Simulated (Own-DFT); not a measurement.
# Response to strain: wurtzite AlN, 72 atoms (Al36N36)

Calculated results; nothing here was measured. The program, named Own-DFT, is a retired in-house plane-wave density functional code that no person has reviewed. Each row is one single-point run on a periodic cell that was not relaxed, without spin or spin-orbit coupling.

Settings of every run: PBE; PseudoDojo norm-conserving scalar-relativistic files; cutoff 42 hartree; 4 x 4 x 3 k mesh centred on Gamma; Gaussian smearing of 0.01 eV.

Known limits: k mesh not checked against a denser one; stress not checked against mesh or cutoff.

Unstrained cell vectors in Å: (9.336, 0.000, 0.000); (-4.668, 8.085, 0.000); (0.000, 0.000, 9.964). The unstrained cell has measured lattice constants (interpolated for alloys), not those of this functional. That, the random moves and any unrelaxed bonds set the pressure at no strain. Each run strains this cell uniformly, with the atoms carried along. Every atom was also moved at random, by a Gaussian of width 0.05 Å on each axis. Strain is the symmetric tensor, in per cent. Stress is positive in tension, and the pressure is minus a third of its trace.

```
run,e_xx (%),e_yy (%),e_zz (%),s_xx (GPa),s_yy (GPa),s_zz (GPa),P (GPa),E (meV/atom)
1,0.00,0.00,-2.00,-8.32,-8.07,-13.64,10.01,23.0
2,0.00,0.00,0.75,-5.90,-5.26,-1.69,4.28,10.7
3,0.00,0.00,2.25,-2.03,-5.18,3.73,1.16,1.8
4,0.00,0.00,1.50,-5.36,-2.89,0.57,2.56,3.1
5,0.00,0.00,-0.75,-8.38,-5.43,-7.25,7.02,6.0
6,0.00,0.00,3.00,-2.65,-4.67,6.73,0.20,11.2
7,0.00,0.00,1.75,-2.99,-5.99,2.73,2.08,0.0
8,0.00,0.00,2.50,-2.80,-5.81,6.29,0.77,6.7
9,0.00,0.00,0.25,?,?,?,?,?
```

E is the free energy for each atom above the lowest run shown.

## Worked fit

The change of volume is close to e_xx + e_yy + e_zz. A straight line through the runs shown gives P = 5.75 - 199 x (fractional change of volume) GPa, with an error of 6 on the slope and a scatter of 0.26 GPa. The strain isn't the same on all axes and the cell isn't cubic, so the slope belongs to this path and is not the bulk modulus.

## Withheld run

Question: what pressure should run 9 give? Its volume changes by 0.25 %.

The line gives 5.3 GPa. The calculation gave 5.35 GPa.
